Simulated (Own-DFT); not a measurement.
# Stretching a layer in its plane: wurtzite GaN, 72 atoms (Ga36N36)

Everything here is calculated. The program is Own-DFT (plane waves, in-house, since retired, never reviewed by a person); positions were held fixed, and spin and spin-orbit coupling were off.

Common settings: PBE; PseudoDojo norm-conserving scalar-relativistic files (stringent for Ga); cutoff 96 hartree; 4 x 4 x 3 k mesh centred on Gamma; Gaussian smearing of 0.01 eV.

Known weak points: forces not confirmed at this smearing and k mesh; stress not checked against mesh or cutoff.

Unstrained cell vectors in Å: (9.567, 0.000, 0.000); (-4.784, 8.285, 0.000); (0.000, 0.000, 10.370). The unstrained cell has measured lattice constants (interpolated for alloys), not those of this functional. That, the random moves and any unrelaxed bonds set the pressure at no strain. Each run strains x and y alike by e, as a substrate would, and holds the height along z. Each coordinate of each atom was shifted by a normal deviate of width 0.05 Å. Stress is positive in tension.

```
e (%),u (Å),(s_xx + s_yy)/2 (GPa),s_zz (GPa)
-3.00,0.050,-24.83,-13.88
-1.25,0.054,-13.38,-10.59
-1.00,0.050,-13.18,-7.96
-0.75,0.053,-11.20,-8.49
0.50,0.043,-3.29,-6.80
1.00,0.045,?,?
1.75,0.044,2.17,-4.43
2.00,0.048,3.32,-5.39
2.25,0.051,4.44,-6.70
2.50,0.052,4.17,-3.55
```

## What the rows give

With e as a fraction, the in-plane stress is -6.6 + 535 e - 2669 e² GPa (errors 13 and 832, scatter 0.70), and s_zz is -8.0 + 154 e GPa (slope ± 23, scatter 1.26). At e = 0 the first slope is C11 + C12 and the second 2 C13, both with the ions held to the strained lattice and at the cell's own pressure. The term in e² is negative: the layer stiffens under compression and softens under tension. A free layer would change its height as e changes, and the in-plane slope would drop by 2 C13²/C33 to the biaxial modulus. At fixed height, a misfit of 1 % moves the in-plane stress by about 5.4 GPa and s_zz by 1.5 GPa.

## Prediction

Q: what are the two stresses at e = 1.00 %?

From the fit: -1.5 and -6.5 GPa. Computed: -1.39 and -5.61 GPa.
